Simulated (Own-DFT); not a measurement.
# Computed records: InAs (zincblende, strongly disordered by large displacements)

A calculation, not a measurement: plane-wave PBE density functional theory by an unreviewed code, no spin, of a simulated periodic cell, stress positive in tension, free energy of the whole cell less one offset for each atom, forces on such cells passed a denser k mesh, this cell's mesh not checked; broken bonds can close the gap or carry spin, so checks made on this kind of crystal may not hold here; offsets are fitted by least squares, one for each functional and potential file, so energies compare only between cells with the same atoms and settings and are not formation energies; the far tail of each file's local potential was reset to the Coulomb form; each entry is a single point on an unrelaxed cell, so the pressure reflects the starting lattice, mostly measured values (interpolated for alloys), from which strain is counted, and rises with the displacements; printed positions are rounded, which can move forces by about a meV/angstrom; the program, named Own-DFT, is a retired in-house code; no spin-orbit coupling. Program: Own-DFT development build.

```cif
# cell vector a (Å): 12.1166 0.0000 0.0000
# cell vector b (Å): 0.0000 12.1166 0.0000
# cell vector c (Å): 0.0000 0.0000 12.1166
data_InAs
_symmetry_space_group_name_H-M 'P 1'
_symmetry_Int_Tables_number 1
_cell_length_a 12.1166
_cell_length_b 12.1166
_cell_length_c 12.1166
_cell_angle_alpha 90.000
_cell_angle_beta 90.000
_cell_angle_gamma 90.000
_cell_volume 1778.86
loop_
_atom_site_label
_atom_site_type_symbol
_atom_site_fract_x
_atom_site_fract_y
_atom_site_fract_z
_atom_site_occupancy
In1 In 0.02869 0.00444 0.00569 1
In2 In 0.99637 0.24772 0.23587 1
In3 In 0.25328 0.00644 0.27193 1
In4 In 0.24096 0.24348 0.00355 1
As1 As 0.12585 0.12732 0.09385 1
As2 As 0.13658 0.36720 0.40355 1
As3 As 0.37064 0.12301 0.38115 1
As4 As 0.38182 0.37038 0.09676 1
In5 In 0.00248 0.01403 0.52289 1
In6 In 0.02237 0.23680 0.75514 1
In7 In 0.23621 0.98117 0.76911 1
In8 In 0.24872 0.24891 0.52390 1
As5 As 0.13406 0.12740 0.62102 1
As6 As 0.12966 0.39721 0.89016 1
As7 As 0.34515 0.12846 0.88252 1
As8 As 0.37331 0.39355 0.64138 1
In9 In 0.99667 0.49631 0.00847 1
In10 In 0.99327 0.74520 0.23865 1
In11 In 0.25312 0.52130 0.25697 1
In12 In 0.27416 0.76988 0.98236 1
As9 As 0.13237 0.61393 0.11594 1
As10 As 0.15763 0.89041 0.37476 1
As11 As 0.37779 0.61077 0.39467 1
As12 As 0.34547 0.89264 0.13692 1
In13 In 0.98160 0.50796 0.47728 1
In14 In 0.98835 0.74602 0.73071 1
In15 In 0.21576 0.48684 0.74308 1
In16 In 0.25819 0.77884 0.48268 1
As13 As 0.13387 0.61786 0.64286 1
As14 As 0.13243 0.86493 0.89372 1
As15 As 0.36567 0.62130 0.86912 1
As16 As 0.37993 0.84414 0.62499 1
In17 In 0.51129 0.00324 0.97347 1
In18 In 0.50138 0.24061 0.25461 1
In19 In 0.72950 0.95805 0.25891 1
In20 In 0.75739 0.22993 0.00493 1
As17 As 0.64299 0.09391 0.11274 1
As18 As 0.62263 0.37907 0.32474 1
As19 As 0.87563 0.12975 0.37501 1
As20 As 0.90851 0.39574 0.14465 1
In21 In 0.47267 0.96076 0.49991 1
In22 In 0.50837 0.23543 0.77242 1
In23 In 0.74614 0.00016 0.78596 1
In24 In 0.72723 0.23330 0.50791 1
As21 As 0.62976 0.15303 0.63853 1
As22 As 0.59262 0.36160 0.87436 1
As23 As 0.90517 0.12472 0.87521 1
As24 As 0.88743 0.37385 0.63951 1
In25 In 0.49832 0.50812 0.99423 1
In26 In 0.45087 0.71872 0.26742 1
In27 In 0.74298 0.50520 0.27671 1
In28 In 0.77372 0.75369 0.98406 1
As25 As 0.61265 0.63370 0.14374 1
As26 As 0.61308 0.88928 0.37782 1
As27 As 0.86401 0.59769 0.37662 1
As28 As 0.88455 0.88888 0.11161 1
In29 In 0.51130 0.49411 0.50871 1
In30 In 0.52247 0.76653 0.76372 1
In31 In 0.75453 0.49726 0.77180 1
In32 In 0.76271 0.77379 0.49884 1
As29 As 0.63573 0.62064 0.61903 1
As30 As 0.63668 0.87339 0.85058 1
As31 As 0.85146 0.65270 0.85658 1
As32 As 0.86647 0.87501 0.62503 1
_calc_functional 'PBE'
_calc_potential_files 'PseudoDojo norm-conserving, scalar-relativistic, standard set'
_calc_wave_cutoff 42  # hartree
_calc_occupations 'Fermi-Dirac'
_calc_smearing_width 0.1  # eV
_calc_hardware 'one NVIDIA H200'
_calc_k_mesh '3 x 3 x 3 centred on Gamma'
_calc_stress_zz ?
```

## Withheld values
1. Estimate the stress zz of InAs (zincblende, strongly disordered by large displacements).

## Answers
1. -9.59 GPa

Further results for InAs (zincblende, strongly disordered by large displacements):

```
free energy of cell above offsets : 2.599 eV
pressure                          : 9.73 GPa
stress xx                         : -9.59 GPa
stress yy                         : -10.01 GPa
stress yz                         : 1.31 GPa
stress xz                         : 0.67 GPa
stress xy                         : -3.67 GPa
wall time                         : 1134 s
```

Force:
```
element  x (eV/Å)  y (eV/Å)  z (eV/Å)
     In    -3.504    -3.507    -2.704
     In     1.932    -1.581     1.755
     In     0.665     3.907    -3.813
     In     1.407     4.163     -0.59
     As     0.885     1.738     7.003
     As    -1.288     1.221    -2.548
     As     1.346     1.298       1.5
     As    -0.589    -0.404     2.525
     In    -1.229     -1.01    -1.988
     In     -0.07     2.502    -0.306
     In     1.157     1.096    -2.176
     In     2.955     1.506    -0.831
     As     0.301    -2.098     2.556
     As    -0.788     -2.97     0.766
     As     2.696    -1.653    -2.026
     As     0.731    -1.744    -0.044
     In     0.012     2.196    -2.235
     In     0.729    -0.412     0.026
     In     -0.46    -2.654    -0.339
     In     1.293    -2.098     2.139
     As     0.192     2.078    -0.008
     As    -7.454    -1.265     0.765
     As    -2.537    -1.953      3.94
     As      2.88    -1.536    -1.235
     In     5.112    -4.038     5.159
     In     1.731    -0.116     0.513
     In     3.305      -1.3     0.887
     In      0.77    -4.554     2.035
     As     -2.67     4.201    -4.481
     As     -3.68    -0.538     -1.94
     As     0.998     0.452    -0.818
     As    -0.692     0.303     3.393
     In    -1.471    -0.093      0.93
     In    -1.283    -1.318    -2.263
     In     4.705     3.363    -3.947
     In     0.538     1.722    -0.339
     As    -0.954     0.504      1.12
     As    -2.763    -3.064     4.459
     As    -0.597    -1.041     0.012
     As    -4.323     -0.32     0.617
     In     0.669     3.534    -0.222
     In    -4.406    -2.172    -2.405
     In     4.305     5.271    -3.688
     In     3.796     3.486    -4.188
     As    -2.292    -4.963     2.725
     As     4.645     3.811     3.341
     As    -1.748    -1.046     0.842
     As    -0.559    -0.037    -0.576
     In     0.465     0.892      0.46
     In      2.93     4.577    -4.636
     In     0.237     1.103     -5.49
     In    -3.355     2.864     5.225
     As     0.802     0.222    -1.085
     As    -2.569    -4.173     2.809
     As    -0.307     7.924    -0.636
     As    -0.675    -0.557     1.069
     In     0.406    -0.943    -0.407
     In    -4.392    -5.803    -3.536
     In    -1.175    -1.911    -1.476
     In    -2.326    -2.668    -1.986
     As     0.673     0.948     0.773
     As    -0.053    -0.387     6.036
     As     3.473     -3.78     -2.12
     As     1.465     2.828       1.7
```
